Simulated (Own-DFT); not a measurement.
# Computed records: GaN (wurtzite, strained, atoms displaced)

Computed with Own-DFT development build. A calculation, not a measurement: plane-wave PBE density functional theory by an unreviewed code, no spin, of a simulated periodic cell, stress positive in tension, free energy of the whole cell less one offset for each atom, forces on such cells passed a denser k mesh, this cell's mesh not checked; offsets are fitted by least squares, one for each functional and potential file, so energies compare only between cells with the same atoms and settings and are not formation energies; the far tail of each file's local potential was reset to the Coulomb form; each entry is a single point on an unrelaxed cell, so the pressure reflects the starting lattice, mostly measured values (interpolated for alloys), from which strain is counted, and rises with the displacements; printed positions are rounded, which can move forces by about a meV/angstrom; the program, named Own-DFT, is a retired in-house code; no spin-orbit coupling.

Common to all runs: functional PBE; potential files PseudoDojo norm-conserving, scalar-relativistic, standard set; wave cutoff 42 hartree; occupations Fermi-Dirac; smearing width 0.1 eV; hardware one NVIDIA H200; k mesh 3 x 4 x 3 centred on Gamma.

(1) GaN (wurtzite, strained, atoms displaced)

```
cell vectors (Å)
  12.7146     0.1164     0.1920
  -4.6924     8.3550     0.0054
   0.1561     0.0969    10.5603
atoms (fractions of the cell vectors)
Ga  0.08106  0.22417  0.00165
Ga  0.15968  0.10143  0.25381
N   0.08521  0.22505  0.18322
N   0.16745  0.11309  0.43402
Ga  0.08142  0.22718  0.49803
Ga  0.16864  0.10791  0.75083
N   0.08870  0.22033  0.68446
N   0.15454  0.10084  0.93407
Ga  0.08063  0.55077  0.00172
Ga  0.17138  0.45083  0.25163
N   0.07880  0.56270  0.19692
N   0.16799  0.45061  0.43479
Ga  0.07942  0.54907  0.49641
Ga  0.15989  0.44319  0.74779
N   0.08158  0.54958  0.69418
N   0.16568  0.43767  0.93993
Ga  0.08655  0.88666  0.00300
Ga  0.15793  0.76569  0.25553
N   0.08400  0.88723  0.18724
N   0.17203  0.78134  0.43453
Ga  0.08600  0.88791  0.49772
Ga  0.16702  0.78429  0.74493
N   0.08713  0.89447  0.68897
N   0.16337  0.77211  0.93493
Ga  0.33987  0.23081  0.99902
Ga  0.41853  0.10204  0.24559
N   0.33432  0.21513  0.18971
N   0.41781  0.10571  0.44039
Ga  0.33332  0.22617  0.49520
Ga  0.41244  0.10813  0.75166
N   0.33739  0.23030  0.68933
N   0.41922  0.10475  0.95176
Ga  0.33219  0.55043  0.99669
Ga  0.41803  0.45566  0.24635
N   0.32854  0.55529  0.19190
N   0.41242  0.44192  0.44393
Ga  0.34236  0.56307  0.49402
Ga  0.41747  0.44538  0.75120
N   0.33801  0.54653  0.69136
N   0.41129  0.43839  0.94189
Ga  0.33318  0.87940  0.00585
Ga  0.41865  0.77702  0.25278
N   0.33539  0.88381  0.18913
N   0.41507  0.77372  0.43573
Ga  0.32747  0.88633  0.50458
Ga  0.42124  0.79110  0.75467
N   0.33340  0.88364  0.68732
N   0.42271  0.77908  0.93206
Ga  0.58628  0.21987  0.99836
Ga  0.66648  0.10794  0.24505
N   0.58396  0.22521  0.18699
N   0.66543  0.11244  0.43802
Ga  0.58624  0.22630  0.50275
Ga  0.67099  0.11636  0.75147
N   0.57854  0.21832  0.68846
N   0.67625  0.12042  0.92935
Ga  0.58408  0.55065  0.99487
Ga  0.66799  0.44751  0.25586
N   0.58221  0.56173  0.18588
N   0.66812  0.45068  0.44028
Ga  0.58154  0.56905  0.50030
Ga  0.66590  0.44337  0.74514
N   0.57337  0.54891  0.69363
N   0.66630  0.44255  0.93312
Ga  0.57757  0.87654  0.00010
Ga  0.67123  0.77634  0.24743
N   0.58333  0.89024  0.18241
N   0.66787  0.77691  0.43259
Ga  0.57875  0.87482  0.49943
Ga  0.65869  0.77040  0.76168
N   0.58002  0.88258  0.68648
N   0.66928  0.78660  0.93956
Ga  0.83618  0.23692  0.99039
Ga  0.91674  0.11715  0.25083
N   0.83794  0.22129  0.19093
N   0.91524  0.10825  0.44343
Ga  0.83109  0.22331  0.49876
Ga  0.91938  0.11289  0.75568
N   0.82943  0.21853  0.69307
N   0.91800  0.10688  0.93763
Ga  0.81999  0.54748  0.99926
Ga  0.91453  0.45076  0.24741
N   0.83209  0.55230  0.18027
N   0.91952  0.44182  0.43960
Ga  0.83851  0.56788  0.49634
Ga  0.92188  0.45241  0.74508
N   0.83115  0.55116  0.68980
N   0.91628  0.43934  0.94000
Ga  0.83437  0.89092  0.00568
Ga  0.91761  0.77043  0.24741
N   0.83248  0.89837  0.18875
N   0.92246  0.77089  0.43354
Ga  0.83055  0.89767  0.49604
Ga  0.90750  0.77398  0.74192
N   0.82951  0.88953  0.69274
N   0.91432  0.78224  0.93085
```

* free energy of cell above offsets: 24.228 eV
* pressure: 2.34 GPa
* stress xx: -5.82 GPa
* stress yy: -1.87 GPa
* stress zz: 0.68 GPa
* stress yz: 2.33 GPa
* stress xz: 2.55 GPa
* stress xy: 2 GPa
* wall time: 1197 s

Force:
```tsv
element	x (eV/Å)	y (eV/Å)	z (eV/Å)
Ga	0.289	-1.137	-0.37
Ga	0.753	1.244	-1.164
N	-0.131	0.147	1.379
N	-0.277	-0.294	0.828
Ga	0.767	-0.224	0.376
Ga	-0.286	0.756	0.075
N	-1.26	0.369	0.092
N	1.668	0.959	0.676
Ga	-0.094	0.477	0.073
Ga	-1.648	-1.399	-0.139
N	1.223	-1.632	-1.611
N	0.833	-0.536	0.464
Ga	0.281	1.05	0.756
Ga	2.902	-0.732	0.455
N	-0.351	1.977	-1.84
N	-0.271	1.142	-0.312
Ga	-1.191	0.016	-0.9
Ga	1.026	2.387	-0.574
N	-0.197	-0.311	0.281
N	-0.569	-1.049	1.018
Ga	-0.358	0.796	0.486
Ga	0.338	-1.215	1.057
N	-0.828	-0.963	-1.22
N	1.056	0.001	0.255
Ga	-0.769	-2.781	1.127
Ga	-0.801	0.54	0.783
N	-0.764	0.977	-0.03
N	-0.246	0.518	-0.336
Ga	0.478	-1.109	0.621
Ga	0.186	0.198	0.377
N	0.055	-1.313	-0.241
N	-0.492	0.111	-1.727
Ga	-1.004	0.602	0.369
Ga	0.444	-2.218	0.648
N	1.1	1.099	-1.343
N	1.586	0.786	-1.749
Ga	-1.971	-1.107	2.077
Ga	-0.817	-1.438	0.742
N	-2.842	1.947	-0.819
N	1.431	1.397	-0.717
Ga	-0.776	0.327	-0.41
Ga	-0.199	0.089	-0.454
N	-0.776	-0.56	0.188
N	0.196	1.003	0.241
Ga	1.208	0.589	-0.689
Ga	0.333	-2.222	-1.153
N	-0.86	0.787	0.163
N	-0.84	-0.91	1.327
Ga	-0.221	-0.165	0.248
Ga	0.075	0.54	0.538
N	0.749	0.397	-0.025
N	0.671	-0.839	-0.286
Ga	-0.76	-0.492	-0.262
Ga	-1.072	-1.133	-0.847
N	0.514	0.491	0.228
N	-0.804	-1.23	1.579
Ga	-0.984	0.795	0.626
Ga	-0.647	-0.695	-0.567
N	0.927	-0.361	-0.19
N	0.009	0.262	0.218
Ga	0.654	-2.167	0.738
Ga	-0.543	-0.665	-0.015
N	2.415	1.664	-0.907
N	-0.552	-0.629	-0.191
Ga	-0.022	2.127	0.197
Ga	-1.148	0.384	-0.408
N	0.278	-0.379	0.753
N	0.245	0.499	-0.012
Ga	-0.877	2.038	0.375
Ga	0.429	0.557	-1.607
N	0.627	0.944	-0.035
N	0.852	-1.735	0.526
Ga	1.048	-3.567	1.543
Ga	1.234	-0.327	0.255
N	-1.795	1.32	-0.979
N	0.117	1.136	-1.148
Ga	-0.358	-0.447	0.709
Ga	0.112	-0.337	-0.705
N	1.415	1.411	-1.184
N	-0.75	0.969	0.486
Ga	1.898	1.7	-0.95
Ga	0.608	-1.861	0.658
N	-0.956	0.587	0.863
N	-1.148	0.398	-0.474
Ga	-0.142	-2.521	1.007
Ga	-1.035	-1.726	1.058
N	-0.033	0.798	-1.036
N	-0.409	3.057	-1.012
Ga	0.035	0.283	-0.896
Ga	-0.79	0.836	-0.392
N	1.473	-0.794	0.46
N	-1.006	2.095	-0.193
Ga	0.975	-1.492	1.326
Ga	1.113	0.522	1.197
N	-0.606	-0.061	-1.325
N	0.649	-1.329	0.924
```

(2) GaN (wurtzite, strained, atoms displaced)

```
cell vectors (Å)
  12.7083     0.2373    -0.0934
  -4.6115     8.1321     0.0279
  -0.0759    -0.0090    10.2292
atoms (fractions of the cell vectors)
Ga  0.08346  0.22103  0.99583
Ga  0.16896  0.11304  0.25863
N   0.08141  0.22647  0.18912
N   0.16782  0.11597  0.44286
Ga  0.08695  0.23404  0.49460
Ga  0.16208  0.10231  0.75468
N   0.08435  0.22386  0.68093
N   0.16170  0.11472  0.94034
Ga  0.09095  0.55525  0.99907
Ga  0.16344  0.45108  0.24832
N   0.09155  0.55536  0.19968
N   0.16752  0.44339  0.43817
Ga  0.07989  0.55602  0.49890
Ga  0.17370  0.45591  0.74892
N   0.08271  0.55338  0.68163
N   0.16709  0.43891  0.94699
Ga  0.08132  0.88950  0.00680
Ga  0.16498  0.78052  0.25559
N   0.08032  0.88581  0.19395
N   0.16140  0.77869  0.44221
Ga  0.08193  0.89739  0.50149
Ga  0.17171  0.77971  0.74641
N   0.08135  0.88172  0.68988
N   0.16286  0.78675  0.93185
Ga  0.33608  0.22774  0.99945
Ga  0.41679  0.10390  0.24456
N   0.33095  0.22137  0.18562
N   0.42015  0.10844  0.44265
Ga  0.33467  0.23120  0.50603
Ga  0.41393  0.10054  0.75598
N   0.33950  0.23565  0.68956
N   0.42205  0.11256  0.94230
Ga  0.33682  0.55010  0.00021
Ga  0.41232  0.44382  0.24777
N   0.33029  0.55282  0.19510
N   0.42218  0.44602  0.44081
Ga  0.33792  0.56357  0.49744
Ga  0.40907  0.44331  0.75050
N   0.33335  0.55649  0.68929
N   0.41838  0.44436  0.93910
Ga  0.33439  0.90192  0.00666
Ga  0.41114  0.76902  0.24622
N   0.34029  0.89502  0.18961
N   0.41776  0.78228  0.43476
Ga  0.33119  0.88931  0.49581
Ga  0.41752  0.78014  0.74241
N   0.31961  0.88341  0.67328
N   0.41841  0.78348  0.93825
Ga  0.58691  0.21845  0.99316
Ga  0.66505  0.11040  0.26500
N   0.58875  0.22462  0.19107
N   0.66801  0.10654  0.44710
Ga  0.58457  0.21811  0.50252
Ga  0.66444  0.11131  0.75300
N   0.58743  0.22601  0.69333
N   0.67680  0.12043  0.94011
Ga  0.57852  0.55012  0.99949
Ga  0.66746  0.44499  0.25135
N   0.58273  0.55298  0.18798
N   0.66102  0.44106  0.44722
Ga  0.58478  0.55674  0.50270
Ga  0.66197  0.44999  0.74572
N   0.58110  0.55156  0.68332
N   0.67247  0.44793  0.93897
Ga  0.58383  0.88123  0.00056
Ga  0.66773  0.78383  0.23629
N   0.57849  0.88504  0.19414
N   0.67821  0.78136  0.42940
Ga  0.58528  0.88577  0.50272
Ga  0.66073  0.77475  0.74697
N   0.58172  0.88542  0.69188
N   0.66957  0.77510  0.94024
Ga  0.83946  0.22083  0.99893
Ga  0.91301  0.10407  0.25478
N   0.82775  0.20882  0.18889
N   0.91637  0.11566  0.44289
Ga  0.84199  0.22827  0.49880
Ga  0.90927  0.09899  0.75430
N   0.83156  0.21749  0.69752
N   0.91701  0.11782  0.94641
Ga  0.83161  0.55507  0.00125
Ga  0.92077  0.45031  0.25409
N   0.83858  0.56492  0.18700
N   0.92074  0.44261  0.43854
Ga  0.83549  0.55255  0.49581
Ga  0.91676  0.44552  0.75053
N   0.83237  0.55649  0.69113
N   0.91173  0.43753  0.94103
Ga  0.83387  0.88880  0.98329
Ga  0.91272  0.77293  0.24857
N   0.83459  0.88862  0.18971
N   0.92188  0.78126  0.43859
Ga  0.82435  0.88321  0.50767
Ga  0.91313  0.78100  0.75094
N   0.83129  0.89232  0.69053
N   0.91123  0.76530  0.94640
```

- free energy of cell above offsets: 27.159 eV
- pressure: 13.05 GPa
- stress xx: -12.17 GPa
- stress yy: -13.41 GPa
- stress zz: -13.57 GPa
- stress yz: -0.29 GPa
- stress xz: -1.97 GPa
- stress xy: 6.75 GPa
- wall time: 1190 s

Force:
```tsv
element	x (eV/Å)	y (eV/Å)	z (eV/Å)
Ga	-1.405	0.04	1.954
Ga	-0.761	0.165	-1.407
N	0.396	-0.688	0.232
N	0.751	0.296	0.074
Ga	-0.525	-1.821	0.801
Ga	-0.034	1.087	-1.278
N	-0.298	-0.145	1.912
N	2.491	-1.045	-0.186
Ga	-2.282	0.682	0.514
Ga	4.309	-3.253	1.557
N	-5	2.734	-2.716
N	0.247	2.215	-0.191
Ga	1.259	0.403	-0.335
Ga	-0.73	-2.065	0.161
N	-0.441	0.306	1.66
N	1.001	1.329	-1.729
Ga	-0.716	0.014	-0.368
Ga	0.847	-0.078	-0.174
N	-0.125	0.778	-0.301
N	0.818	0.234	-0.344
Ga	0.186	-0.507	0.248
Ga	-1.64	-1.389	0.235
N	-1.14	0.671	0.144
N	1.937	-0.745	1.304
Ga	-0.603	-1.183	-0.012
Ga	0.362	2.857	1.682
N	0.246	-0.267	0.506
N	-0.955	0.761	-0.841
Ga	0.776	-1.124	-0.919
Ga	-0.083	1.26	-1.64
N	-0.157	-2.923	1.022
N	-0.87	0.588	-0.422
Ga	-1.673	1.356	0.616
Ga	1.839	-0.331	0.961
N	-0.563	-0.199	-1.549
N	-0.874	0.53	-0.587
Ga	-0.393	-0.983	-0.273
Ga	1.861	0.809	0.207
N	-0.539	0.999	-0.578
N	0.108	-0.077	-0.583
Ga	0.107	-2.158	-1.088
Ga	1.1	1.1	0.504
N	-1.701	-1.986	-0.026
N	0.624	-0.213	0.615
Ga	-0.407	-0.035	-1.508
Ga	-0.754	0.144	1.003
N	2.617	1.135	2.658
N	-0.268	-0.649	-0.24
Ga	0.274	1.267	1.44
Ga	0.803	-0.206	-2.082
N	-1.017	-0.397	-0.555
N	0.549	0.625	0.527
Ga	-0.67	0.113	0.361
Ga	1.315	0.289	0.064
N	-1.584	-0.856	-0.205
N	-0.251	-2.223	-0.13
Ga	1.717	0.274	0.274
Ga	0.334	0.054	0.323
N	-0.952	0.168	-0.046
N	2.055	0.061	-1.301
Ga	-0.386	0.678	-1.59
Ga	2.511	-0.789	1.168
N	-2.11	1.266	1.321
N	-1.536	-0.704	-0.413
Ga	-0.767	1.706	0.305
Ga	1.449	-0.862	1.158
N	-0.88	0.598	-0.933
N	-2.602	-1.24	0.615
Ga	0.072	-0.34	-0.977
Ga	1.342	-0.703	0.926
N	-1.052	0.664	-0.67
N	-0.708	-0.447	-0.865
Ga	-2.658	0.978	1.704
Ga	0.738	0.63	-0.401
N	-0.683	1.687	0.694
N	1.604	-1.317	-0.183
Ga	-1.618	-0.943	1.71
Ga	1.03	3.209	-0.122
N	-0.492	0.495	-1.332
N	2.693	-2.098	-2.032
Ga	0.566	-1.462	0.075
Ga	0.145	-1.343	-1.648
N	-0.284	-2.386	0.743
N	-0.897	0.375	0.003
Ga	-1.038	0.669	0.9
Ga	0.349	-0.352	0.382
N	-0.516	0.149	-0.728
N	1.512	1.641	0.069
Ga	0.141	0.247	2.774
Ga	0.232	1.687	0.862
N	-0.643	-0.217	-1.437
N	-1.144	-0.52	0.411
Ga	2.46	1.477	-1.541
Ga	1.719	-1.11	0.29
N	-0.745	-1.769	0.504
N	0.68	2.644	-1.69
```

(3) GaN (wurtzite, strained, atoms displaced)

```
cell vectors (Å)
  12.9160     0.1222     0.0241
  -4.7641     8.1535    -0.1391
   0.0196    -0.1628    10.4280
atoms (fractions of the cell vectors)
Ga  0.08894  0.21510  0.00062
Ga  0.16956  0.11815  0.25267
N   0.08119  0.21408  0.18732
N   0.16693  0.11979  0.44167
Ga  0.08827  0.22828  0.49138
Ga  0.16924  0.11163  0.76180
N   0.07539  0.21530  0.68446
N   0.16248  0.11502  0.94448
Ga  0.07987  0.55355  0.00579
Ga  0.16438  0.44824  0.24271
N   0.08393  0.56511  0.18344
N   0.16769  0.43829  0.43733
Ga  0.08682  0.55933  0.50247
Ga  0.16620  0.45535  0.74739
N   0.07856  0.55705  0.68307
N   0.16668  0.44891  0.93506
Ga  0.08550  0.88343  0.99305
Ga  0.16950  0.77373  0.25547
N   0.08555  0.88891  0.18209
N   0.17235  0.78418  0.43005
Ga  0.07764  0.87786  0.50483
Ga  0.17153  0.77949  0.75038
N   0.08133  0.88921  0.69053
N   0.16089  0.77845  0.94021
Ga  0.33258  0.22162  0.99967
Ga  0.41725  0.11476  0.24059
N   0.32431  0.22088  0.18335
N   0.41302  0.11125  0.43629
Ga  0.33383  0.23095  0.49588
Ga  0.42077  0.11775  0.74567
N   0.33984  0.23696  0.68290
N   0.41546  0.11365  0.93880
Ga  0.33000  0.55092  0.99736
Ga  0.41588  0.44759  0.24680
N   0.32923  0.54057  0.18576
N   0.42139  0.44854  0.44036
Ga  0.33286  0.55458  0.50039
Ga  0.40679  0.43626  0.74727
N   0.32687  0.55667  0.69552
N   0.41445  0.44157  0.92507
Ga  0.34187  0.88757  0.99539
Ga  0.41690  0.78406  0.25024
N   0.33704  0.89182  0.19381
N   0.42130  0.77475  0.43859
Ga  0.32783  0.88252  0.49572
Ga  0.41389  0.77067  0.75593
N   0.32959  0.88309  0.68998
N   0.41799  0.77766  0.94235
Ga  0.58159  0.22969  0.00312
Ga  0.67038  0.11980  0.24892
N   0.58232  0.21470  0.19542
N   0.65820  0.10933  0.43995
Ga  0.57812  0.23061  0.49691
Ga  0.66450  0.11372  0.74384
N   0.58300  0.22258  0.69196
N   0.66559  0.11235  0.93496
Ga  0.57865  0.55583  0.00166
Ga  0.66068  0.43722  0.24968
N   0.58336  0.56397  0.18952
N   0.66438  0.44109  0.43980
Ga  0.58031  0.55435  0.50668
Ga  0.67230  0.44807  0.74548
N   0.57869  0.54872  0.68538
N   0.65779  0.44665  0.93510
Ga  0.58160  0.89314  0.99560
Ga  0.66577  0.77685  0.25166
N   0.57862  0.87537  0.18639
N   0.65813  0.77176  0.43472
Ga  0.58573  0.89146  0.50414
Ga  0.67374  0.78624  0.74607
N   0.58587  0.88037  0.70160
N   0.67143  0.77392  0.93566
Ga  0.83922  0.22554  0.99883
Ga  0.91235  0.10798  0.25479
N   0.83147  0.21882  0.19610
N   0.91600  0.10631  0.44515
Ga  0.83018  0.22209  0.49713
Ga  0.92384  0.11596  0.74718
N   0.83232  0.21912  0.68595
N   0.91662  0.11749  0.93395
Ga  0.82724  0.55201  0.00931
Ga  0.92172  0.45667  0.24255
N   0.82428  0.54203  0.19464
N   0.91543  0.43869  0.43562
Ga  0.83388  0.56123  0.49812
Ga  0.91730  0.44041  0.74171
N   0.83807  0.55528  0.68788
N   0.91602  0.44824  0.93356
Ga  0.83097  0.88825  0.00347
Ga  0.91126  0.77643  0.25070
N   0.83246  0.89220  0.18253
N   0.91041  0.78338  0.43689
Ga  0.83414  0.89280  0.50068
Ga  0.91681  0.77483  0.75454
N   0.82272  0.88884  0.68751
N   0.91130  0.77736  0.94468
```

* free energy of cell above offsets: 25.160 eV
* pressure: 6.06 GPa
* stress xx: -4.58 GPa
* stress yy: -8.91 GPa
* stress zz: -4.67 GPa
* stress yz: -3.05 GPa
* stress xz: 1.21 GPa
* stress xy: 3.1 GPa
* wall time: 1132 s

Force:
```tsv
element	x (eV/Å)	y (eV/Å)	z (eV/Å)
Ga	-4.635	2.121	0.861
Ga	-0.455	-1.537	0.136
N	-1.173	0.91	0.289
N	1.514	-1.829	-0.643
Ga	-1.577	-1.471	1.914
Ga	-0.632	0.878	-2.177
N	2.251	1.573	-0.031
N	3.836	-1.972	-1.603
Ga	-0.045	0.262	-2.32
Ga	0.708	-1.003	0.556
N	0.434	-1.61	1.075
N	-0.691	2.401	-0.888
Ga	-0.357	-0.849	-1.321
Ga	-0.287	-1.845	0.294
N	0.687	0.275	0.534
N	-0.146	-0.422	0.514
Ga	-2.734	0.961	1.811
Ga	-0.859	2.441	-2.366
N	-0.343	-0.559	1.233
N	-1.318	-1.276	2.309
Ga	-0.336	1.764	-0.811
Ga	-1.219	-0.077	0.581
N	0.485	-0.307	0.245
N	3.378	-0.933	-1.17
Ga	-0.493	0.422	-0.352
Ga	-0.787	0.171	1.453
N	1.989	0.415	0.359
N	-0.027	-0.09	-0.18
Ga	0.115	-1.039	0.158
Ga	-0.565	-0.241	0.281
N	-0.415	-4.572	-0.222
N	0.406	-0.523	-0.227
Ga	0.329	-0.1	0.111
Ga	0.906	-0.195	0.993
N	-1.552	1.791	-0.319
N	-0.884	-0.09	-0.948
Ga	0.201	0.224	0.174
Ga	0.979	3.652	0.106
N	0.634	-0.813	-1.553
N	-0.212	0.056	2.547
Ga	-2.679	0.65	1.14
Ga	1.409	-1.047	0.162
N	-0.786	-0.871	-1.399
N	-1.287	0.21	0.231
Ga	1.753	1.276	0.621
Ga	0.651	1.614	-0.486
N	0.637	0.794	-0.48
N	0.452	-0.929	-0.628
Ga	0.883	-0.61	-0.69
Ga	0.494	-2.187	0.756
N	-1.223	0.676	-1.623
N	0.846	0.537	-0.084
Ga	0.485	-1.758	0.729
Ga	1.093	-0.391	0.908
N	-0.251	-0.034	-1.189
N	-0.106	0.836	0.58
Ga	-0.38	0.662	-0.695
Ga	-0.556	1.018	0.794
N	0.416	-2.67	-0.518
N	0.162	1.551	-0.531
Ga	0.48	0.5	-0.939
Ga	-1.014	0.395	0.533
N	0.178	0.464	1.116
N	1.737	-0.219	0.552
Ga	1.786	-0.335	0.536
Ga	-0.019	1.311	-0.017
N	-0.487	1.679	-0.274
N	1.405	0.696	0.827
Ga	-0.386	-0.32	0.297
Ga	-0.662	-2.719	1.811
N	-2.744	0.943	-1.799
N	-1.452	0.436	0.204
Ga	-1.437	-0.173	0.149
Ga	0.799	0.514	0.057
N	0.316	1.052	-1.267
N	-0.275	1.303	-1.253
Ga	-0.1	-0.629	0.248
Ga	-1.772	-0.786	0.428
N	-0.359	-0.288	-0.247
N	1.572	-0.786	0.525
Ga	-0.184	0.115	-1.576
Ga	0.196	-1.72	1.53
N	-0.329	1.247	-0.522
N	0.193	1.795	-0.264
Ga	0.049	-0.964	-0.067
Ga	-0.341	0.155	1.039
N	-0.833	-0.062	-0.543
N	-0.027	-0.021	0.745
Ga	-0.395	0.863	-1.272
Ga	0.813	0.822	-0.915
N	-0.051	-1.042	1.73
N	2.045	-0.894	-0.007
Ga	-1.773	-0.647	0.721
Ga	-0.975	0.672	0.232
N	3.594	0.624	-0.658
N	1.339	-0.275	-0.66
```
